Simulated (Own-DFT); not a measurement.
# One host, several defects: zincblende GaAs

Everything here is calculated. The program is Own-DFT (plane waves, in-house, since retired, never reviewed by a person); positions were held fixed, and spin and spin-orbit coupling were off.

Method: PBE; PseudoDojo norm-conserving scalar-relativistic files; cutoff 42 hartree; 3 x 3 x 3 k mesh centred on Gamma; Fermi-Dirac smearing of 0.1 eV.

Known weak points (not all hold for every row): not probed for a lower state with spin; forces not confirmed at this smearing and k mesh; stress not checked against mesh or cutoff.

All runs share one cell, with vectors in Å (10.862, 0.000, 0.000); (0.000, 10.862, 0.000); (0.000, 0.000, 11.796) and a volume of 1391.7 Å³, strained against the parent crystal. Atoms were moved at random from their sites; u is the rms move along one axis. The defect's site can differ from row to row.

| cell | formula | u (Å) | P (GPa) |
|---|---|---|---|
| no defect | As32Ga32 | 0.0296 | 6.65 |
| no defect | As32Ga32 | 0.0310 | 6.69 |
| no defect | As32Ga32 | 0.0487 | 6.95 |
| one As vacancy and one Ga vacancy | As31Ga31 | 0.0273 | 5.94 |
| one As vacancy and one Ga vacancy | As31Ga31 | 0.0311 | 5.98 |
| one As vacancy and one Ga vacancy | As31Ga31 | 0.0458 | 5.92 |
| one Al on a Ga site | AlAs32Ga31 | 0.0304 | 6.67 |
| one Al on a Ga site | AlAs32Ga31 | 0.0525 | 7.12 |
| one Al on a Ga site | AlAs32Ga31 | 0.0526 | 7.13 |
| one In on a Ga site | As32Ga31In | 0.0301 | 7.43 |
| one In on a Ga site | As32Ga31In | 0.0310 | 7.49 |
| one In on a Ga site | As32Ga31In | 0.0311 | 7.45 |
| one P on an As site | As31Ga32P | 0.0308 | 6.39 |
| one P on an As site | As31Ga32P | 0.0313 | 6.40 |
| one P on an As site | As31Ga32P | 0.0475 | 6.67 |
| one P on an As site | As31Ga32P | 0.0503 | ? |

## Worked fit

P = P0 + c u² + a shift for each defect gives P0 = 6.51 GPa, c = 176 ± 34 GPa/Å² and a scatter of 0.08 GPa. The shifts, and each times the cell's volume:

- one In on a Ga site: 0.78 ± 0.07 GPa, 6.7 eV
- one Al on a Ga site: 0.08 ± 0.07 GPa, 0.7 eV (not resolved)
- one P on an As site: -0.28 ± 0.07 GPa, -2.4 eV
- one As vacancy and one Ga vacancy: -0.79 ± 0.07 GPa, -6.9 eV

Positive is outwards. The product with the volume (160.2 GPa Å³ to the eV) is nearly free of the cell's size; divided by the bulk modulus at the cell's pressure it gives the volume that the defect adds. The atoms around the defects weren't relaxed, which would change these numbers.

## The run left out

The question: what pressure belongs in the blank (one P on an As site, u = 0.0503 Å)?

The fit gives 6.69 ± 0.10 GPa. The run itself gave 6.79 GPa.
